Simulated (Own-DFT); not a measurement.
# How strain changes the stress of 2H SiC, 72 atoms (C36Si36)

Calculated results; nothing here was measured. The program, named Own-DFT, is a retired in-house plane-wave density functional code that no person has reviewed. Each row is one single-point run on a periodic cell that was not relaxed, without spin or spin-orbit coupling.

Settings of every run: PBE; PseudoDojo norm-conserving scalar-relativistic files; cutoff 42 hartree; 4 x 4 x 3 k mesh centred on Gamma; Fermi-Dirac smearing of 0.1 eV.

Known limits: forces on such cells passed a denser k mesh, each cell not checked; stress not checked against mesh or cutoff.

Unstrained cell vectors in Å: (9.248, 0.000, 0.000); (-4.624, 8.009, 0.000); (0.000, 0.000, 10.068). The unstrained cell has measured lattice constants (interpolated for alloys), not those of this functional. That, the random moves and any unrelaxed bonds set the pressure at no strain. Each run strains this cell uniformly, with the atoms carried along. Every atom was also moved at random, by a Gaussian of width 0.05 Å on each axis. Strain is the symmetric tensor, in per cent. Stress is positive in tension, and the pressure is minus a third of its trace.

```
run,e_xx (%),e_yy (%),e_zz (%),e_yz (%),e_xz (%),e_xy (%),s_xx (GPa),s_yy (GPa),s_zz (GPa),s_yz (GPa),s_xz (GPa),s_xy (GPa),P (GPa),E (meV/atom)
1,1.88,-0.19,-1.66,0.60,1.41,-0.48,3.12,-4.75,-15.03,1.93,4.66,-3.00,5.55,40.1
2,1.50,-0.98,-1.00,-1.79,-0.69,-1.47,2.24,-9.15,-12.94,-6.03,-2.40,-7.19,6.62,23.0
3,1.36,0.96,1.62,-0.69,0.70,-0.69,2.74,2.60,4.24,-1.75,2.19,-3.24,-3.19,1.0
4,1.65,0.50,-1.40,-0.80,-0.19,-1.29,3.77,-1.24,-14.38,-2.66,-1.96,-5.69,3.95,23.0
5,-1.75,1.13,1.11,-0.36,1.80,-1.76,-11.86,-0.73,-0.96,-1.27,5.00,-7.77,4.52,22.6
6,1.56,0.32,1.84,-1.90,-1.13,0.33,3.16,-0.67,5.11,-6.42,-3.10,1.14,-2.53,9.5
7,-0.39,1.24,0.57,0.22,1.42,0.67,-5.79,2.27,-2.39,0.53,4.53,2.58,1.97,0.0
8,0.00,-1.87,-1.95,-1.09,-0.63,0.48,-7.54,-16.17,-20.58,-3.75,-1.72,2.30,14.76,35.2
9,-0.44,1.08,-1.32,-1.53,0.29,0.88,-9.19,-0.85,-13.95,-6.04,1.51,6.05,7.99,54.8
10,0.52,1.04,-0.05,1.56,-1.58,-1.18,-1.16,1.00,-6.24,5.96,-4.79,-5.11,2.13,15.9
11,-0.29,-1.89,0.18,-1.18,0.07,1.97,-7.81,-15.87,-6.24,-4.09,0.36,8.90,9.97,19.5
12,1.10,-1.96,1.86,-0.85,-0.78,0.64,0.53,-13.22,3.02,-2.22,-1.94,2.66,3.23,19.3
13,-0.22,0.36,-0.01,-1.49,-1.36,1.51,-5.45,-2.56,-7.64,-5.55,-4.31,7.02,5.22,11.7
14,-0.45,1.31,0.24,-1.63,0.90,-1.26,-5.57,3.22,-5.41,-4.67,2.35,-4.20,2.59,6.8
15,0.61,-1.28,-1.87,-1.48,1.55,-1.02,-4.23,-11.18,-21.24,-5.13,8.20,-3.43,12.22,54.3
16,1.69,-0.29,1.79,0.83,0.76,-0.19,4.11,-3.14,2.30,1.73,2.64,-1.37,-1.09,12.8
17,0.94,-1.49,1.70,-0.04,-1.55,1.87,?,?,?,?,?,?,?,?
```

E is the free energy for each atom above the lowest run shown.

## Worked fit

Each stress component was fitted by least squares to a constant and the strains of the runs shown, as fractions, with shears doubled. Shear strains stay in the fit of a normal stress only where such slopes are resolved. The slopes, in GPa:

| stress | at no strain | per e_xx | per e_yy | per e_zz | scatter |
|---|---|---|---|---|---|
| s_xx | -5.0 | 501 ± 21 | 64 ± 19 | 57 ± 16 | 0.84 |
| s_yy | -4.8 | 113 ± 16 | 545 ± 14 | 53 ± 12 | 0.63 |
| s_zz | -7.2 | 51 ± 27 | 83 ± 24 | 595 ± 20 | 1.06 |

Each shear stress against twice its own strain: yz 168 ± 8, xz 171 ± 14, xy 225 ± 10 GPa. These are stiffnesses along x, y and z of the frame in which the cell vectors are given, which need not be the crystal's axes. The atoms are held to the strained lattice; where symmetry lets them move under strain, relaxing them would lower some slopes. The table should be nearly symmetric about its diagonal, and what it lacks of that shows the noise. A ninth of its sum, 229 ± 5 GPa, estimates the bulk modulus near the mean pressure of these runs, 4.6 GPa, so it lies above the value at zero pressure.

## Withheld run

Question: what normal stresses and pressure should run 17 give?

The fit gives s_xx = -0.3, s_yy = -11.0, s_zz = 2.1 and P = 3.1 GPa. The calculation gave -0.62, -12.38, 1.44 and P = 3.86 GPa.
